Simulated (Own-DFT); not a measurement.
# How strain changes the stress of wurtzite AlN, 72 atoms (Al36N36)

All numbers below are calculated, not measured. They come from Own-DFT, an in-house plane-wave density functional program, since retired, whose code no person has reviewed. Each row is one single-point run on a periodic cell that was not relaxed, without spin or spin-orbit coupling.

Settings of every run: PBE; PseudoDojo norm-conserving scalar-relativistic files; cutoff 42 hartree; 4 x 4 x 3 k mesh centred on Gamma; Gaussian smearing of 0.01 eV.

Known limits: k mesh not checked against a denser one; stress not checked against mesh or cutoff.

Unstrained cell vectors in Å: (9.336, 0.000, 0.000); (-4.668, 8.085, 0.000); (0.000, 0.000, 9.964). The unstrained cell has measured lattice constants (interpolated for alloys), not those of this functional. That, the random moves and any unrelaxed bonds set the pressure at no strain. Each run strains this cell uniformly, with the atoms carried along. Every atom was also moved at random, by a Gaussian of width 0.05 Å on each axis. Strain is the symmetric tensor, in per cent. Stress is positive in tension, and the pressure is minus a third of its trace.

| run | e_xx (%) | e_yy (%) | e_zz (%) | s_xx (GPa) | s_yy (GPa) | s_zz (GPa) | P (GPa) | E (meV/atom) |
|---|---|---|---|---|---|---|---|---|
| 1 | 0.00 | 0.00 | -1.50 | -9.04 | -4.46 | -14.10 | 9.20 | 32.5 |
| 2 | 0.00 | 0.00 | 1.00 | -5.66 | -5.52 | 0.49 | 3.56 | 11.1 |
| 3 | 0.00 | 0.00 | 2.25 | -2.59 | -4.31 | 2.77 | 1.38 | 8.5 |
| 4 | 0.00 | 0.00 | -1.25 | -7.63 | -7.63 | -9.56 | 8.27 | 25.4 |
| 5 | 0.00 | 0.00 | 3.00 | -2.92 | -4.28 | 7.45 | -0.08 | 6.7 |
| 6 | 0.00 | 0.00 | 1.25 | -4.23 | -5.17 | -0.38 | 3.26 | 6.3 |
| 7 | 0.00 | 0.00 | -1.75 | -8.08 | -5.97 | -15.30 | 9.79 | 43.4 |
| 8 | 0.00 | 0.00 | 0.25 | -4.31 | -6.17 | -3.56 | 4.68 | 0.0 |
| 9 | 0.00 | 0.00 | -0.50 | ? | ? | ? | ? | ? |

E is the free energy for each atom above the lowest run shown.

## Worked fit

The change of volume is close to e_xx + e_yy + e_zz. A straight line through the runs shown gives P = 5.84 - 206 x (fractional change of volume) GPa, with an error of 8 on the slope and a scatter of 0.36 GPa. The strain isn't the same on all axes and the cell isn't cubic, so the slope belongs to this path and is not the bulk modulus.

## Withheld run

Question: what pressure should run 9 give? Its volume changes by -0.50 %.

The line gives 6.9 GPa. The calculation gave 6.86 GPa.
